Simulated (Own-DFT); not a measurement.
# Computed records: GaP (zincblende, atoms displaced), SiC (4H silicon carbide, atoms displaced)

A calculation, not a measurement: plane-wave PBE density functional theory by an unreviewed code, no spin, of a simulated periodic cell, stress positive in tension, free energy of the whole cell less one offset for each atom, forces on such cells passed a denser k mesh, this cell's mesh not checked; offsets are fitted by least squares, one for each functional and potential file, so energies compare only between cells with the same atoms and settings and are not formation energies; the far tail of each file's local potential was reset to the Coulomb form; each entry is a single point on an unrelaxed cell, so the pressure reflects the starting lattice, mostly measured values (interpolated for alloys), from which strain is counted, and rises with the displacements; printed positions are rounded, which can move forces by about a meV/angstrom; the program, named Own-DFT, is a retired in-house code; no spin-orbit coupling. Program: Own-DFT development build.

Settings shared by all entries: functional PBE; potential files PseudoDojo norm-conserving, scalar-relativistic, standard set; wave cutoff 42 hartree; occupations Fermi-Dirac; smearing width 0.1 eV; hardware one NVIDIA H100.

(1) GaP (zincblende, atoms displaced)

```
cell vectors (Å)
  10.9010     0.0000     0.0000
   0.0000    10.9010     0.0000
   0.0000     0.0000    10.9010
atoms (fractions of the cell vectors)
Ga  0.99502  0.00277  0.00361
Ga  0.99677  0.24612  0.26228
Ga  0.25744  0.99606  0.25739
Ga  0.25391  0.25859  0.99631
P   0.12027  0.13337  0.12225
P   0.12680  0.38241  0.38927
P   0.36109  0.12804  0.36600
P   0.37827  0.37325  0.12303
Ga  0.98471  0.99152  0.48519
Ga  0.00790  0.24968  0.76490
Ga  0.24699  0.97933  0.76028
Ga  0.26115  0.25211  0.51493
P   0.14401  0.11564  0.62913
P   0.12771  0.39395  0.88521
P   0.37296  0.13064  0.87228
P   0.37789  0.36642  0.61877
Ga  0.99690  0.50183  0.99742
Ga  0.00476  0.75591  0.24193
Ga  0.25273  0.50971  0.24788
Ga  0.24529  0.75945  0.00481
P   0.12382  0.62286  0.14781
P   0.11362  0.87732  0.35892
P   0.38408  0.63212  0.37811
P   0.37812  0.88227  0.12468
Ga  0.98972  0.47786  0.48807
Ga  0.00203  0.75285  0.73531
Ga  0.25755  0.49073  0.74087
Ga  0.23892  0.74100  0.49597
P   0.12671  0.62951  0.62518
P   0.11829  0.87812  0.87777
P   0.37547  0.63230  0.85446
P   0.37042  0.87619  0.61458
Ga  0.48795  0.99964  0.01281
Ga  0.49281  0.25169  0.26364
Ga  0.74395  0.00172  0.24837
Ga  0.75303  0.25011  0.99902
P   0.62405  0.12003  0.11827
P   0.62850  0.37231  0.37327
P   0.86906  0.11421  0.36488
P   0.87864  0.39390  0.12442
Ga  0.51292  0.99774  0.51299
Ga  0.50252  0.23750  0.74088
Ga  0.75178  0.99083  0.75358
Ga  0.74627  0.26642  0.49993
P   0.62316  0.12982  0.61842
P   0.63862  0.39579  0.87005
P   0.89285  0.12577  0.87769
P   0.86855  0.37620  0.62867
Ga  0.48929  0.51319  0.98769
Ga  0.49173  0.75755  0.25808
Ga  0.75787  0.51315  0.23654
Ga  0.74683  0.73890  0.00920
P   0.60766  0.64588  0.11800
P   0.62745  0.86786  0.38330
P   0.87052  0.61846  0.38285
P   0.86735  0.86883  0.12384
Ga  0.50762  0.51060  0.48274
Ga  0.49784  0.73939  0.74288
Ga  0.74082  0.48879  0.76497
Ga  0.74452  0.75512  0.49716
P   0.61574  0.62931  0.62495
P   0.65170  0.86818  0.87475
P   0.89245  0.63485  0.88747
P   0.87087  0.86655  0.62561
```

It was run with k mesh 3 x 3 x 3 centred on Gamma.

Results for GaP (zincblende, atoms displaced): free energy of cell above offsets -25.325 eV; pressure 5.24 GPa; stress xx -5.58 GPa; stress yy -5.03 GPa; stress zz -5.11 GPa; stress yz 1 GPa; stress xz 1.35 GPa; stress xy -0.76 GPa; wall time 574 s.

Force:
```csv
element,x (eV/Å),y (eV/Å),z (eV/Å)
Ga,0.527,-0.622,0.973
Ga,0.685,1.055,-0.813
Ga,-1.741,0.23,-1.538
Ga,-0.709,-0.405,0.274
P,0.734,-0.472,0.452
P,1.897,-2.044,-1.86
P,1.616,0.238,2.206
P,0.18,1.081,0.234
Ga,1.233,0.211,1.525
Ga,1.112,0.664,-1.675
Ga,1.32,1.526,-0.998
Ga,-2.147,-1.624,-1.926
P,-2.12,0.213,-0.112
P,0.764,-1.36,-1.32
P,0.132,-1.108,0.301
P,2.292,2.217,0.929
Ga,1.027,0.84,1.146
Ga,-2.074,-0.639,0.505
Ga,1.225,-1.507,1.236
Ga,-0.076,-1.138,-0.148
P,-0.095,0.461,-3.253
P,1.55,0.075,1.807
P,-2.025,-0.356,-0.618
P,-1.452,-1.615,1.262
Ga,-0.93,2.281,1.98
Ga,0.256,-0.331,1.635
Ga,-0.672,0.792,0.118
Ga,0.463,1.414,-0.64
P,-0.542,-2.017,-0.321
P,-0.7,-0.959,0.603
P,-1.953,-0.76,2.226
P,0.133,-0.654,0.858
Ga,1.962,1.198,-2.722
Ga,0.699,-0.315,-1.398
Ga,-0.426,-1.165,-0.575
Ga,0.331,0.513,-0.061
P,-0.258,1.154,0.883
P,-0.3,1.392,-1.362
P,-0.521,1.876,1.314
P,-0.149,-2.722,0.203
Ga,-1.634,-0.308,-1.515
Ga,-0.276,1.506,1.19
Ga,0.922,1.92,-0.809
Ga,0.731,-1.822,0.157
P,2.131,-0.403,0.666
P,-6.151,-6.186,5.534
P,-2.657,-0.086,-0.35
P,0.798,-0.38,0.985
Ga,0.522,-0.485,0.546
Ga,0.77,0.616,-0.608
Ga,-1.781,0.518,0.667
Ga,1.41,0.724,-1.119
P,-0.226,-2.155,1.214
P,-0.97,1.93,-1.545
P,0.272,1.204,-0.754
P,0.404,0.71,0.27
Ga,0.394,-1.277,1.598
Ga,0.718,3.011,-0.271
Ga,5.607,5.966,-5.694
Ga,0.906,-2.01,1.196
P,1.985,-1.417,-0.673
P,-3.451,-0.397,0.573
P,-1.646,0.035,-1.686
P,-0.022,1.164,-0.9
```

(2) SiC (4H silicon carbide, atoms displaced)

```
cell vectors (Å)
   6.1654     0.0000     0.0000
  -3.0827     5.3394     0.0000
   0.0000     0.0000    10.0681
atoms (fractions of the cell vectors)
Si  0.98251  0.99258  0.40231
Si  0.17590  0.32122  0.15556
C   0.00047  0.98294  0.07048
C   0.18419  0.34451  0.34252
Si  0.96882  0.48301  0.40749
Si  0.18242  0.86032  0.14804
C   0.99763  0.51367  0.07488
C   0.19112  0.83408  0.35435
Si  0.50537  0.99264  0.40702
Si  0.70113  0.34315  0.16408
C   0.50798  0.03068  0.10085
C   0.64752  0.33011  0.34664
Si  0.49755  0.49590  0.41704
Si  0.68508  0.82706  0.14327
C   0.44901  0.47445  0.08285
C   0.67064  0.82839  0.33503
Si  0.99117  0.02334  0.90131
Si  0.82186  0.63331  0.65336
C   0.99126  0.02989  0.58997
C   0.84476  0.67528  0.84554
Si  0.96652  0.49715  0.89931
Si  0.83539  0.16901  0.64768
C   0.95587  0.49970  0.59757
C   0.81920  0.13870  0.84798
Si  0.50917  0.02440  0.89353
Si  0.33346  0.67345  0.66153
C   0.51808  0.99223  0.59226
C   0.31622  0.64783  0.84210
Si  0.49601  0.52457  0.91270
Si  0.34178  0.18770  0.65957
C   0.51246  0.51365  0.60394
C   0.29651  0.14695  0.82824
```

It was run with k mesh 5 x 5 x 3 centred on Gamma.

Results for SiC (4H silicon carbide, atoms displaced): free energy of cell above offsets 5.865 eV; pressure 12.21 GPa; stress xx -19.3 GPa; stress yy -5.66 GPa; stress zz -11.67 GPa; stress yz 1.69 GPa; stress xz 1.33 GPa; stress xy 1.41 GPa; wall time 128.7 s.

Force:
```csv
element,x (eV/Å),y (eV/Å),z (eV/Å)
Si,3.158,1.526,1.088
Si,-5.548,-1.187,1.177
C,-0.793,1.748,4.828
C,-2.587,-1.85,0.327
Si,2.81,2.221,-0.156
Si,1.124,-2.938,1.177
C,1.323,-0.079,4.389
C,-4.658,-1.535,-2.025
Si,0.647,0.423,-0.106
Si,-2.784,0.255,-1.639
C,2.457,-1.719,-2.504
C,1.653,-0.327,-0.077
Si,-0.476,1.198,-1.182
Si,-3.515,-0.685,0.9
C,6.902,4.582,0.79
C,-0.244,-0.59,-0.004
Si,5.189,-3.966,-1.306
Si,-7.651,9.254,5.566
C,5.247,-2.955,-1.442
C,-4.445,0.548,-1.724
Si,4.496,-1.288,0.329
Si,-1.869,0.703,2.897
C,11.46,-4.384,-4.347
C,-4.043,5.282,-3.769
Si,-3.385,-2.983,2.394
Si,-0.375,-0.523,-0.522
C,-3.272,0.551,-0.04
C,-1.786,2.314,0.107
Si,1.696,-2.341,-3.014
Si,-0.813,-2.472,-3.318
C,-2.702,-1.121,-2.196
C,2.791,2.338,3.402
```
